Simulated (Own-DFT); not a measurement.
# Computed records: AlN (wurtzite, strained, atoms displaced)

Computed with Own-DFT development build. A calculation, not a measurement: plane-wave PBE density functional theory by an unreviewed code, no spin, of a simulated periodic cell, stress positive in tension, free energy of the whole cell less one offset for each atom, forces on such cells moved up to 12 meV/angstrom on a denser k mesh; offsets are fitted by least squares, one for each functional and potential file, so energies compare only between cells with the same atoms and settings and are not formation energies; the far tail of each file's local potential was reset to the Coulomb form; each entry is a single point on an unrelaxed cell, so the pressure reflects the starting lattice, mostly measured values (interpolated for alloys), from which strain is counted, and rises with the displacements; printed positions are rounded, which can move forces by about a meV/angstrom; the program, named Own-DFT, is a retired in-house code; no spin-orbit coupling; before rounding, a Quantum ESPRESSO 7.3.1 run of the same cell and cutoff gave forces within 1 meV/angstrom rms on each cell, which checks the program and not the settings.

Settings shared by all entries: functional PBE; potential files PseudoDojo norm-conserving, scalar-relativistic, standard set; wave cutoff 42 hartree; occupations Fermi-Dirac; smearing width 0.1 eV; k mesh 3 x 3 x 2 centred on Gamma.

(1) AlN (wurtzite, strained, atoms displaced)

```
cell vectors (Å)
   9.3275     0.0501     0.0790
  -4.6203     8.0962    -0.1248
   0.0843    -0.1052     9.8296
atoms (fractions of the cell vectors)
Al  0.11908  0.23263  0.99641
Al  0.22181  0.11750  0.24447
N   0.10872  0.22263  0.18807
N   0.22597  0.12590  0.43946
Al  0.12130  0.23477  0.50386
Al  0.22711  0.11952  0.75024
N   0.10710  0.22326  0.68393
N   0.22890  0.10721  0.94048
Al  0.10927  0.56115  0.99512
Al  0.22370  0.44375  0.25458
N   0.10429  0.55237  0.18626
N   0.22490  0.45272  0.43616
Al  0.11362  0.55817  0.49726
Al  0.23551  0.45282  0.75096
N   0.10567  0.55548  0.68908
N   0.22754  0.43935  0.94189
Al  0.11436  0.87506  0.00295
Al  0.22292  0.78194  0.24546
N   0.10134  0.87869  0.18944
N   0.21717  0.77444  0.43467
Al  0.10736  0.88456  0.50115
Al  0.21481  0.78482  0.74534
N   0.10726  0.88975  0.69632
N   0.22411  0.77140  0.93058
Al  0.44888  0.22676  0.00273
Al  0.55839  0.11458  0.25264
N   0.44760  0.22194  0.19842
N   0.55631  0.11293  0.44834
Al  0.44873  0.23178  0.50482
Al  0.56022  0.11215  0.74702
N   0.44601  0.22147  0.69323
N   0.54690  0.10714  0.93504
Al  0.44633  0.56473  0.99548
Al  0.56421  0.44262  0.24891
N   0.44714  0.55668  0.18698
N   0.55612  0.44212  0.44744
Al  0.43848  0.54447  0.50275
Al  0.56309  0.44531  0.75194
N   0.45684  0.55542  0.69726
N   0.54716  0.44144  0.94830
Al  0.43605  0.88408  0.01004
Al  0.56569  0.77762  0.24184
N   0.43875  0.87929  0.18831
N   0.55720  0.78436  0.42831
Al  0.43171  0.89071  0.49973
Al  0.55594  0.78507  0.74241
N   0.45160  0.89244  0.69421
N   0.56004  0.78474  0.93470
Al  0.77449  0.22034  0.99164
Al  0.88878  0.10698  0.25071
N   0.78094  0.22708  0.19129
N   0.88420  0.10537  0.44583
Al  0.78963  0.22230  0.50735
Al  0.90458  0.11733  0.76066
N   0.76128  0.20310  0.69094
N   0.87812  0.09638  0.94583
Al  0.78028  0.55135  0.99491
Al  0.89628  0.44775  0.24971
N   0.78561  0.55705  0.19547
N   0.89108  0.43859  0.44459
Al  0.77451  0.55604  0.49831
Al  0.89384  0.44458  0.74790
N   0.77105  0.54410  0.69203
N   0.89631  0.45158  0.95360
Al  0.77229  0.88135  0.99972
Al  0.87565  0.77184  0.24854
N   0.77404  0.87777  0.18578
N   0.88452  0.76236  0.44601
Al  0.76911  0.88123  0.49974
Al  0.87387  0.77200  0.74582
N   0.78347  0.88884  0.68484
N   0.88808  0.78445  0.94099
```

```
free energy of cell above offsets : -29.383 eV
pressure                          : 7.44 GPa
stress xx                         : -7.89 GPa
stress yy                         : -3.76 GPa
stress zz                         : -10.67 GPa
stress yz                         : -1.35 GPa
stress xz                         : 2.73 GPa
stress xy                         : 1.36 GPa
```

Force:
| element | x (eV/Å) | y (eV/Å) | z (eV/Å) |
| --- | --- | --- | --- |
| Al | 0.046 | -2.951 | 0.89 |
| Al | 0.431 | -1.022 | 0.478 |
| N | 0.062 | 0.226 | 0.318 |
| N | 0.902 | -1.689 | 0.166 |
| Al | -1.596 | -1.308 | -2.066 |
| Al | 0.174 | -1.026 | 0.098 |
| N | 1.384 | 1.445 | 2.467 |
| N | -1.063 | 0.128 | 0.736 |
| Al | 2.073 | -0.797 | 0.917 |
| Al | -0.22 | 0.75 | -2.68 |
| N | 2.023 | 1.113 | 0.417 |
| N | 0.623 | -0.839 | 1.981 |
| Al | -1.09 | -0.019 | 0.016 |
| Al | -1.109 | -0.463 | -0.12 |
| N | 1.809 | 0.467 | 0.237 |
| N | -1.434 | 1.908 | -1.033 |
| Al | -2.161 | 1.805 | -1.319 |
| Al | -0.279 | -1.409 | 0.296 |
| N | 0.153 | 1.391 | 0.79 |
| N | -0.038 | 0.42 | 0.99 |
| Al | -0.692 | 1.158 | -0.294 |
| Al | 2.175 | -0.595 | -0.065 |
| N | -0.915 | 0.545 | -1.199 |
| N | -0.071 | 0.227 | 1.407 |
| Al | -0.437 | -0.924 | -0.082 |
| Al | 0.691 | -0.59 | 0.541 |
| N | -0.47 | -0.159 | -1.034 |
| N | -0.006 | 0.067 | -0.666 |
| Al | 0.339 | -1.786 | -0.611 |
| Al | -2.459 | -1.173 | 0.652 |
| N | -0.396 | 0.509 | 0.086 |
| N | 1.037 | 0.223 | 1.551 |
| Al | 0.472 | -0.247 | 0.506 |
| Al | -1.096 | 0.615 | 0.11 |
| N | 0.157 | -0.697 | 0.603 |
| N | -0.208 | 0.782 | -1.24 |
| Al | 0.367 | 2.39 | -0.722 |
| Al | -0.812 | -1.418 | 0.966 |
| N | -1.684 | 0.456 | -1.101 |
| N | 1.799 | 0.878 | -0.961 |
| Al | 0.972 | 0.981 | -3.543 |
| Al | -2.382 | -0.891 | 0.735 |
| N | 0.395 | 1.347 | 1.67 |
| N | -0.436 | -1.319 | 2.226 |
| Al | 2.193 | 0.349 | -0.325 |
| Al | 1.593 | -0.285 | 0.836 |
| N | -2.567 | -0.881 | -1.492 |
| N | -0.865 | -0.827 | 0.689 |
| Al | -0.311 | -0.332 | 1.326 |
| Al | -0.653 | 0.344 | -0.121 |
| N | -0.037 | -1.208 | -0.41 |
| N | 1.959 | 0.033 | -1.062 |
| Al | -2.125 | -0.382 | -1.195 |
| Al | -2.303 | -1.926 | -1.624 |
| N | 3.881 | 3.286 | 1.251 |
| N | 1.063 | 2.444 | -0.231 |
| Al | -2.145 | 1.508 | 1.159 |
| Al | -0.731 | -0.875 | 0.49 |
| N | -0.897 | -0.912 | -0.854 |
| N | -0.266 | 0.619 | -0.035 |
| Al | 1.213 | -2.019 | 0.587 |
| Al | -1.143 | -1.18 | 0.321 |
| N | 1.2 | 1.29 | 0.08 |
| N | -0.185 | -2.166 | -2.982 |
| Al | -0.135 | 0.519 | -0.452 |
| Al | 2.219 | 0.121 | 0.762 |
| N | 0.093 | 2.071 | 0.564 |
| N | -0.654 | 2.618 | -1.066 |
| Al | 0.448 | 0.769 | -0.673 |
| Al | 1.9 | 0.08 | 0.81 |
| N | -1.482 | 0.512 | 1.035 |
| N | 1.703 | -2.078 | -0.499 |

(2) AlN (wurtzite, strained, atoms displaced)

```
cell vectors (Å)
   9.4930     0.1721     0.0918
  -4.5975     7.9565     0.1142
   0.0980     0.1973     9.7978
atoms (fractions of the cell vectors)
Al  0.10755  0.22702  0.00062
Al  0.22426  0.11799  0.24497
N   0.10751  0.21906  0.19194
N   0.22829  0.11856  0.44158
Al  0.10357  0.21218  0.50158
Al  0.22596  0.10428  0.75633
N   0.09710  0.21488  0.69214
N   0.22776  0.11579  0.94327
Al  0.11129  0.55564  0.00399
Al  0.23053  0.45518  0.25014
N   0.11325  0.56118  0.18732
N   0.22242  0.44358  0.43609
Al  0.11612  0.55995  0.49891
Al  0.20859  0.42916  0.74894
N   0.11525  0.55466  0.68224
N   0.22717  0.45055  0.94224
Al  0.10989  0.87836  0.99872
Al  0.22943  0.78143  0.24619
N   0.11334  0.88116  0.18839
N   0.22359  0.78058  0.43465
Al  0.10391  0.88050  0.48820
Al  0.22509  0.77316  0.75261
N   0.11638  0.89160  0.70162
N   0.22435  0.76802  0.94615
Al  0.44488  0.21883  0.99512
Al  0.55660  0.11669  0.25894
N   0.44533  0.22066  0.18538
N   0.55551  0.10264  0.44127
Al  0.43530  0.21018  0.50003
Al  0.54696  0.10260  0.73860
N   0.45793  0.23370  0.69308
N   0.54844  0.10893  0.95298
Al  0.45155  0.56650  0.00864
Al  0.56068  0.44601  0.25455
N   0.45164  0.55976  0.19112
N   0.55755  0.44618  0.44709
Al  0.44150  0.54461  0.50020
Al  0.54803  0.45078  0.74634
N   0.45473  0.56565  0.69713
N   0.54950  0.44342  0.94058
Al  0.43892  0.89342  0.00493
Al  0.55027  0.77677  0.25089
N   0.44345  0.89019  0.19370
N   0.55495  0.77490  0.45348
Al  0.44450  0.88972  0.49392
Al  0.55934  0.77998  0.74720
N   0.44096  0.88019  0.69999
N   0.55597  0.78162  0.94064
Al  0.76885  0.22036  0.00204
Al  0.88655  0.10515  0.25650
N   0.76760  0.20987  0.18888
N   0.88882  0.11980  0.43907
Al  0.78452  0.22388  0.50567
Al  0.88757  0.10619  0.75891
N   0.76978  0.22337  0.69192
N   0.88575  0.10527  0.94262
Al  0.77855  0.56654  0.00231
Al  0.88293  0.42800  0.24065
N   0.78201  0.55169  0.19360
N   0.89069  0.44557  0.43535
Al  0.76676  0.55138  0.50747
Al  0.88647  0.45186  0.74650
N   0.77203  0.54928  0.68703
N   0.88060  0.43977  0.95110
Al  0.77763  0.88850  0.00194
Al  0.88029  0.78270  0.24667
N   0.78197  0.88784  0.19535
N   0.89917  0.77147  0.45132
Al  0.77821  0.88440  0.49749
Al  0.89171  0.77424  0.75707
N   0.78312  0.88925  0.69199
N   0.88697  0.77739  0.93772
```

```
free energy of cell above offsets : -28.624 eV
pressure                          : 6.8 GPa
stress xx                         : -0.7 GPa
stress yy                         : -7.61 GPa
stress zz                         : -12.1 GPa
stress yz                         : 5.31 GPa
stress xz                         : 2.16 GPa
stress xy                         : 6.75 GPa
```

Force:
| element | x (eV/Å) | y (eV/Å) | z (eV/Å) |
| --- | --- | --- | --- |
| Al | 0.711 | -0.699 | -0.129 |
| Al | 0.914 | -1.039 | -0.29 |
| N | -0.644 | 0.81 | 0.303 |
| N | -0.567 | -1.454 | -0.329 |
| Al | -0.286 | 1.153 | -0.493 |
| Al | -0.513 | 1.533 | -0.679 |
| N | 1.762 | -0.096 | 0.108 |
| N | -0.624 | -0.839 | 0.45 |
| Al | -0.312 | -1.659 | -0.826 |
| Al | -0.631 | -1.267 | -1.009 |
| N | 0.373 | -1.063 | 1.499 |
| N | 0.689 | -0.003 | 1.517 |
| Al | -0.892 | -1.004 | -1.772 |
| Al | 1.163 | 2.079 | 0.474 |
| N | -1.127 | -0.064 | 2.123 |
| N | -0.161 | -0.426 | -0.06 |
| Al | -0.389 | 1.128 | -0.224 |
| Al | -0.89 | -0.885 | -0.009 |
| N | -1.913 | 1.296 | 0.679 |
| N | 0.921 | 0.381 | 0.991 |
| Al | 1.754 | 1.658 | 1.784 |
| Al | -0.158 | -0.273 | -0.123 |
| N | -0.059 | -1.403 | -1.337 |
| N | -0.665 | 1.793 | -0.829 |
| Al | -1.342 | 1.252 | 0.401 |
| Al | -0.135 | -0.85 | -2.376 |
| N | -0.49 | 0.741 | 1.912 |
| N | -0.189 | 2.195 | 1.413 |
| Al | 0.902 | 1.311 | 0.385 |
| Al | 1.034 | 0.942 | 2.074 |
| N | -2.066 | -1.885 | -0.738 |
| N | 1.659 | 0.223 | -2.484 |
| Al | -0.27 | -1.642 | -2.678 |
| Al | 0.269 | -0.579 | -0.942 |
| N | -0.353 | -0.175 | 1.739 |
| N | 0.285 | -1.178 | -0.83 |
| Al | -1.42 | 1.025 | 0.904 |
| Al | 2.534 | -0.728 | 1.686 |
| N | -2.821 | -1.547 | -1.836 |
| N | 0.825 | 1.271 | 0.364 |
| Al | 1.091 | -1.277 | -0.754 |
| Al | 0.766 | 0.564 | 0.678 |
| N | 0.596 | 0.228 | 0.68 |
| N | 0.638 | 0.126 | -1.855 |
| Al | -0.433 | -2.03 | 1.462 |
| Al | 0.611 | 0.3 | 0.668 |
| N | -0.711 | 0.91 | -1.84 |
| N | 0.506 | 1.068 | 0.894 |
| Al | 0.024 | -1.24 | -0.882 |
| Al | -0.155 | 1.175 | -1.772 |
| N | 0.789 | 0.003 | 1.039 |
| N | 1.563 | -1.871 | 0.977 |
| Al | -1.506 | 0.727 | -0.669 |
| Al | -1.309 | -0.058 | -1.642 |
| N | 1.121 | -0.437 | 1.071 |
| N | -0.033 | 1.53 | 1.188 |
| Al | -0.405 | -3.094 | 0.018 |
| Al | 0.555 | 1.92 | 1.09 |
| N | -1.588 | 0.86 | 0.045 |
| N | -0.025 | -0.102 | 0.773 |
| Al | 1.966 | -0.548 | -2.329 |
| Al | 1.151 | -1.489 | 0.762 |
| N | -0.541 | 1.419 | 2.385 |
| N | 0.899 | 1.756 | -1.437 |
| Al | -0.901 | -0.562 | -0.441 |
| Al | 4.905 | -2.497 | 1.489 |
| N | -3.021 | 0.589 | -0.466 |
| N | -3.303 | 0.486 | -2.008 |
| Al | -0.033 | 0.276 | 0.941 |
| Al | -0.38 | 0.249 | -2.814 |
| N | -0.365 | -0.175 | 0.004 |
| N | 0.653 | 1.163 | 1.934 |

(3) AlN (wurtzite, strained, atoms displaced)

```
cell vectors (Å)
   9.2058     0.0807    -0.1558
  -4.5330     7.9089    -0.0580
  -0.1662    -0.1675     9.7862
atoms (fractions of the cell vectors)
Al  0.11504  0.22077  0.99970
Al  0.23660  0.11950  0.25238
N   0.10365  0.22642  0.18608
N   0.22732  0.12010  0.44310
Al  0.11542  0.22295  0.50072
Al  0.21871  0.11061  0.75751
N   0.11519  0.23392  0.68851
N   0.22866  0.11094  0.94378
Al  0.11485  0.55725  0.99396
Al  0.21445  0.43096  0.25531
N   0.10962  0.55049  0.17606
N   0.21494  0.43838  0.44098
Al  0.12961  0.56803  0.50163
Al  0.22891  0.44493  0.75094
N   0.11638  0.55768  0.68659
N   0.22238  0.45148  0.94416
Al  0.11925  0.89395  0.00304
Al  0.22625  0.77096  0.24662
N   0.10498  0.88331  0.19937
N   0.22106  0.77463  0.43631
Al  0.11879  0.89386  0.50349
Al  0.22387  0.78023  0.75013
N   0.11938  0.88394  0.69651
N   0.21616  0.77403  0.94230
Al  0.43674  0.22970  0.00541
Al  0.55924  0.10720  0.24621
N   0.44131  0.21952  0.19455
N   0.54237  0.10012  0.44377
Al  0.44357  0.21051  0.49896
Al  0.54795  0.10298  0.74190
N   0.44801  0.21959  0.68930
N   0.55029  0.10361  0.93716
Al  0.44161  0.54924  0.99883
Al  0.55961  0.44813  0.25851
N   0.44817  0.56336  0.19320
N   0.55876  0.44251  0.44386
Al  0.44496  0.55131  0.50082
Al  0.55494  0.44672  0.75444
N   0.44206  0.55505  0.69498
N   0.55521  0.45388  0.94229
Al  0.45243  0.89511  0.00344
Al  0.54872  0.78248  0.25414
N   0.45205  0.89222  0.18503
N   0.56353  0.77567  0.44123
Al  0.45048  0.89945  0.50577
Al  0.55999  0.77414  0.75377
N   0.44297  0.89598  0.69991
N   0.55394  0.77129  0.94436
Al  0.77967  0.23189  0.99866
Al  0.88493  0.10365  0.24337
N   0.78163  0.22814  0.18998
N   0.89451  0.11094  0.43955
Al  0.77854  0.21293  0.49975
Al  0.90052  0.11704  0.74543
N   0.78132  0.23295  0.70103
N   0.90329  0.12367  0.94574
Al  0.78091  0.56396  0.00328
Al  0.87937  0.44074  0.25087
N   0.77312  0.53924  0.19109
N   0.88620  0.44120  0.44419
Al  0.78034  0.55349  0.49340
Al  0.89118  0.43887  0.74197
N   0.77570  0.56314  0.68151
N   0.88773  0.44522  0.94472
Al  0.78145  0.88837  0.99918
Al  0.89706  0.77437  0.25333
N   0.76504  0.88287  0.18379
N   0.89494  0.77935  0.43014
Al  0.78296  0.89224  0.50024
Al  0.88960  0.78320  0.75471
N   0.78168  0.87997  0.69040
N   0.88895  0.77335  0.93906
```

```
free energy of cell above offsets : -26.300 eV
pressure                          : 17.44 GPa
stress xx                         : -15.09 GPa
stress yy                         : -19.57 GPa
stress zz                         : -17.65 GPa
stress yz                         : -4.35 GPa
stress xz                         : -4.06 GPa
stress xy                         : 3.79 GPa
```

Force:
| element | x (eV/Å) | y (eV/Å) | z (eV/Å) |
| --- | --- | --- | --- |
| Al | -0.161 | 1.775 | 0.376 |
| Al | -2.951 | -1.695 | 0.141 |
| N | 2.027 | -2.694 | 0.765 |
| N | 0.265 | -1.51 | -0.279 |
| Al | -0.659 | 0.364 | -0.202 |
| Al | 1.466 | 0.37 | -1.794 |
| N | 0.927 | -2.535 | 0.405 |
| N | -1.9 | -0.202 | -0.112 |
| Al | -1.609 | -0.107 | 0.159 |
| Al | -0.126 | 3.394 | -1.487 |
| N | -0.263 | -0.074 | 3.5 |
| N | 1.418 | 0.753 | 0.374 |
| Al | -2.11 | -2.089 | -0.293 |
| Al | -1.176 | 1.722 | 0.833 |
| N | -0.059 | -0.234 | 1.02 |
| N | 1.834 | -2.168 | -1.519 |
| Al | -0.727 | -1.42 | 0.592 |
| Al | -0.555 | 0.027 | -0.712 |
| N | 1.863 | 1.821 | -1.573 |
| N | 1.031 | 1.682 | 0.501 |
| Al | -0.65 | -0.529 | -0.743 |
| Al | 1.741 | -1.494 | 1.586 |
| N | -3.578 | 2.043 | -1.167 |
| N | 1.285 | 1.301 | -0.214 |
| Al | 3.671 | 0.369 | -0.603 |
| Al | -0.192 | 1.387 | 0.297 |
| N | 1.196 | 0.93 | -0.276 |
| N | 2.941 | 1.739 | -1.79 |
| Al | -1.228 | 3.051 | 1.048 |
| Al | 1.335 | 3.882 | 2.915 |
| N | -2.141 | 0.57 | 0.413 |
| N | -0.341 | 2.141 | 0.68 |
| Al | -1.328 | 2.097 | 1.585 |
| Al | -0.645 | 0.234 | -1.301 |
| N | -0.343 | -2.134 | 0.403 |
| N | -0.675 | -1.02 | 0.114 |
| Al | -0.019 | 0.266 | -0.066 |
| Al | 1.604 | -0.242 | -1.356 |
| N | 0.215 | -0.119 | -1.121 |
| N | 1.525 | -1.911 | 0.032 |
| Al | -0.455 | -1.513 | -2.053 |
| Al | 2.562 | -1.041 | -0.574 |
| N | -2.213 | -0.309 | 1.517 |
| N | -1.847 | 0.454 | 1.161 |
| Al | 0.341 | -3.988 | 0.291 |
| Al | -0.764 | 1.017 | 0.171 |
| N | 1.549 | -3.985 | -2.265 |
| N | 0.14 | 0.865 | -0.821 |
| Al | 0.111 | -1.367 | -0.447 |
| Al | 0.154 | 0.644 | 0.069 |
| N | -0.572 | -2.314 | 0.341 |
| N | -0.414 | -0.55 | 0.037 |
| Al | -0.94 | 1.726 | 0.398 |
| Al | -1.486 | -0.433 | 1.426 |
| N | 0.365 | -5.469 | -2.634 |
| N | -1.62 | -2.255 | -1.592 |
| Al | 0.578 | -1.659 | -0.329 |
| Al | 3.777 | 0.448 | 0.756 |
| N | -2.544 | 2.735 | -0.24 |
| N | 1.542 | -0.521 | -0.414 |
| Al | -0.277 | 1.172 | 0.982 |
| Al | -1.032 | 4.964 | 1.57 |
| N | 0.611 | -0.874 | 1.645 |
| N | -0.32 | 1.016 | -1.714 |
| Al | -0.723 | 0.6 | -0.421 |
| Al | -2.285 | -0.447 | -2.248 |
| N | 1.46 | -0.173 | 1.511 |
| N | -0.226 | 0.111 | 3.464 |
| Al | 1.008 | -1.027 | -0.619 |
| Al | 2.83 | -2.118 | -0.725 |
| N | -2.481 | 2.799 | -0.351 |
| N | 0.263 | 1.754 | 0.976 |
